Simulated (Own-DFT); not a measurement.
# Computed records: AlN (wurtzite, atoms displaced)

A calculation, not a measurement: plane-wave PBE density functional theory by an unreviewed code, no spin, of a simulated periodic cell, stress positive in tension, free energy of the whole cell less one offset for each atom, forces on such cells moved up to 12 meV/angstrom on a denser k mesh; offsets are fitted by least squares, one for each functional and potential file, so energies compare only between cells with the same atoms and settings and are not formation energies; the far tail of each file's local potential was reset to the Coulomb form; each entry is a single point on an unrelaxed cell, so the pressure reflects the starting lattice, mostly measured values (interpolated for alloys), from which strain is counted, and rises with the displacements; printed positions are rounded, which can move forces by about a meV/angstrom; the program, named Own-DFT, is a retired in-house code; no spin-orbit coupling; before rounding, a Quantum ESPRESSO 7.3.1 run of the same cell and cutoff gave forces within 1 meV/angstrom rms on each cell, which checks the program and not the settings. Program: Own-DFT development build.

### AlN (wurtzite, atoms displaced)

```cif
# cell vector a (Å): 9.3360 0.0000 0.0000
# cell vector b (Å): -4.6680 8.0852 0.0000
# cell vector c (Å): 0.0000 0.0000 9.9640
data_AlN
_symmetry_space_group_name_H-M 'P 1'
_symmetry_Int_Tables_number 1
_cell_length_a 9.3360
_cell_length_b 9.3360
_cell_length_c 9.9640
_cell_angle_alpha 90.000
_cell_angle_beta 90.000
_cell_angle_gamma 120.000
_cell_volume 752.12
loop_
_atom_site_label
_atom_site_type_symbol
_atom_site_fract_x
_atom_site_fract_y
_atom_site_fract_z
_atom_site_occupancy
Al1 Al 0.11289 0.22379 0.00229 1
Al2 Al 0.22080 0.11124 0.24975 1
N1 N 0.11340 0.22056 0.19189 1
N2 N 0.22070 0.11141 0.43980 1
Al3 Al 0.11057 0.22534 0.49684 1
Al4 Al 0.22039 0.10893 0.75408 1
N3 N 0.10890 0.22264 0.68981 1
N4 N 0.22344 0.11317 0.94327 1
Al5 Al 0.11285 0.55813 0.00069 1
Al6 Al 0.21777 0.44098 0.25150 1
N5 N 0.10861 0.55928 0.19124 1
N6 N 0.22604 0.44654 0.44551 1
Al7 Al 0.11069 0.55667 0.50228 1
Al8 Al 0.22623 0.44286 0.74989 1
N7 N 0.11428 0.55378 0.69316 1
N8 N 0.21995 0.44078 0.94228 1
Al9 Al 0.11286 0.89148 0.99945 1
Al10 Al 0.22115 0.77767 0.24780 1
N9 N 0.10835 0.88730 0.18845 1
N10 N 0.21637 0.77558 0.43949 1
Al11 Al 0.10825 0.88719 0.49605 1
Al12 Al 0.22296 0.77647 0.74810 1
N11 N 0.11458 0.89371 0.69158 1
N12 N 0.22564 0.78071 0.94319 1
Al13 Al 0.44519 0.22530 0.00187 1
Al14 Al 0.55869 0.11152 0.25117 1
N13 N 0.44867 0.22307 0.18725 1
N14 N 0.55406 0.11068 0.44032 1
Al15 Al 0.44086 0.22280 0.49896 1
Al16 Al 0.55361 0.11130 0.75041 1
N15 N 0.44633 0.22066 0.69435 1
N16 N 0.55822 0.11681 0.93999 1
Al17 Al 0.44000 0.55156 0.00435 1
Al18 Al 0.55749 0.44476 0.24991 1
N17 N 0.44819 0.56028 0.19070 1
N18 N 0.55396 0.44568 0.43894 1
Al19 Al 0.44676 0.55351 0.50105 1
Al20 Al 0.55679 0.44604 0.74971 1
N19 N 0.44702 0.55940 0.69345 1
N20 N 0.55189 0.44225 0.94165 1
Al21 Al 0.44416 0.89226 0.99878 1
Al22 Al 0.56080 0.78085 0.25145 1
N21 N 0.44375 0.89233 0.18911 1
N22 N 0.55218 0.77383 0.44221 1
Al23 Al 0.44721 0.89048 0.50102 1
Al24 Al 0.55452 0.77373 0.74749 1
N23 N 0.43878 0.88666 0.69151 1
N24 N 0.55379 0.77467 0.94190 1
Al25 Al 0.77400 0.22142 0.99904 1
Al26 Al 0.88980 0.10875 0.24875 1
N25 N 0.78009 0.22055 0.19008 1
N26 N 0.89003 0.11343 0.43957 1
Al27 Al 0.77742 0.22253 0.49885 1
Al28 Al 0.88727 0.10882 0.74774 1
N27 N 0.77549 0.21883 0.68962 1
N28 N 0.88777 0.10935 0.94069 1
Al29 Al 0.77484 0.55364 0.00250 1
Al30 Al 0.88685 0.44359 0.24827 1
N29 N 0.77846 0.55793 0.19201 1
N30 N 0.89119 0.44494 0.44156 1
Al31 Al 0.78060 0.55577 0.50313 1
Al32 Al 0.89142 0.44448 0.74884 1
N31 N 0.77590 0.55590 0.68989 1
N32 N 0.88906 0.44638 0.93915 1
Al33 Al 0.77602 0.88379 0.99784 1
Al34 Al 0.88711 0.77913 0.25200 1
N33 N 0.77799 0.88939 0.19112 1
N34 N 0.88716 0.77686 0.44086 1
Al35 Al 0.78051 0.88912 0.49899 1
Al36 Al 0.88760 0.77846 0.75251 1
N35 N 0.77416 0.88631 0.68915 1
N36 N 0.89177 0.77911 0.94363 1
```

- functional: PBE
- potential files: PseudoDojo norm-conserving, scalar-relativistic, standard set
- wave cutoff: 42 hartree
- occupations: Fermi-Dirac
- smearing width: 0.1 eV
- k mesh: 3 x 3 x 2 centred on Gamma
- free energy of cell above offsets: -35.162 eV
- pressure: 3.71 GPa
- stress xx: -3.4 GPa
- stress yy: -4.07 GPa
- stress zz: -3.66 GPa
- stress yz: -0.15 GPa
- stress xz: 0.09 GPa
- stress xy: -0.13 GPa

Force:
```csv
element,x (eV/Å),y (eV/Å),z (eV/Å)
Al,-0.524,-0.629,-0.417
Al,1.014,-0.333,-0.19
N,-0.627,0.363,0.023
N,-0.11,-0.048,-0.078
Al,0.328,-0.352,0.696
Al,0.025,0.759,-0.5
N,0.583,-0.251,-0.029
N,-0.048,-0.062,-0.039
Al,-0.177,-0.231,-0.236
Al,0.394,1.056,0.062
N,0.706,-0.941,-0.06
N,-0.559,-0.033,-0.752
Al,0.478,-0.045,-0.159
Al,-0.525,-0.091,0.264
N,-0.404,0.151,-0.21
N,-0.077,0.551,-0.048
Al,0.138,-0.215,0.133
Al,0.013,0.44,0.258
N,-0.039,0.4,0.576
N,0.797,0.36,0.144
Al,0.249,0.479,0.738
Al,-0.611,0.075,0.597
N,-0.419,-1.095,-0.256
N,-0.463,-0.279,-0.621
Al,0.199,-0.451,-0.548
Al,-0.379,-0.059,-0.367
N,-0.483,-0.01,1.099
N,0.046,0.263,0.15
Al,0.475,-0.141,0.443
Al,0.518,-0.292,-0.001
N,-1.01,0.551,-0.77
N,-0.395,-0.69,0.019
Al,0.195,0.576,-0.627
Al,-0.433,0.025,-0.198
N,-0.41,-0.798,0.641
N,0.878,-0.318,0.443
Al,-0.502,0.421,0.12
Al,-0.11,-0.472,0.387
N,0.257,-1.177,-0.65
N,0.238,0.661,-0.11
Al,0.741,0.006,0.08
Al,-1.109,-0.212,-0.233
N,0.569,-0.375,0.415
N,0.472,0.73,-0.043
Al,-0.746,-0.497,-0.186
Al,-0.616,1.052,0.819
N,1.107,0.366,-0.159
N,-0.177,0.131,-0.311
Al,0.935,0.26,-0.116
Al,-0.162,0.317,-0.03
N,-0.222,0.298,0.12
N,-0.073,-0.436,-0.075
Al,-0.083,-0.079,0.185
Al,-0.057,0.19,0.45
N,-0.023,0.393,-0.021
N,0.062,0.021,0.064
Al,0.19,0.245,-0.42
Al,0.164,0.131,0.273
N,0.019,-0.275,0.036
N,-0.38,-0.126,-0.122
Al,-0.491,-0.213,-0.712
Al,-0.31,-0.293,0.139
N,0.619,0.144,0.414
N,0.034,-0.115,0.347
Al,-0.392,0.675,0.278
Al,0.471,-0.144,-0.49
N,0.215,-0.027,-0.112
N,0.086,-0.08,0.037
Al,-0.716,0.033,0.089
Al,0.434,0.105,-0.255
N,0.444,0.186,0.088
N,-0.234,-0.529,-0.474
```
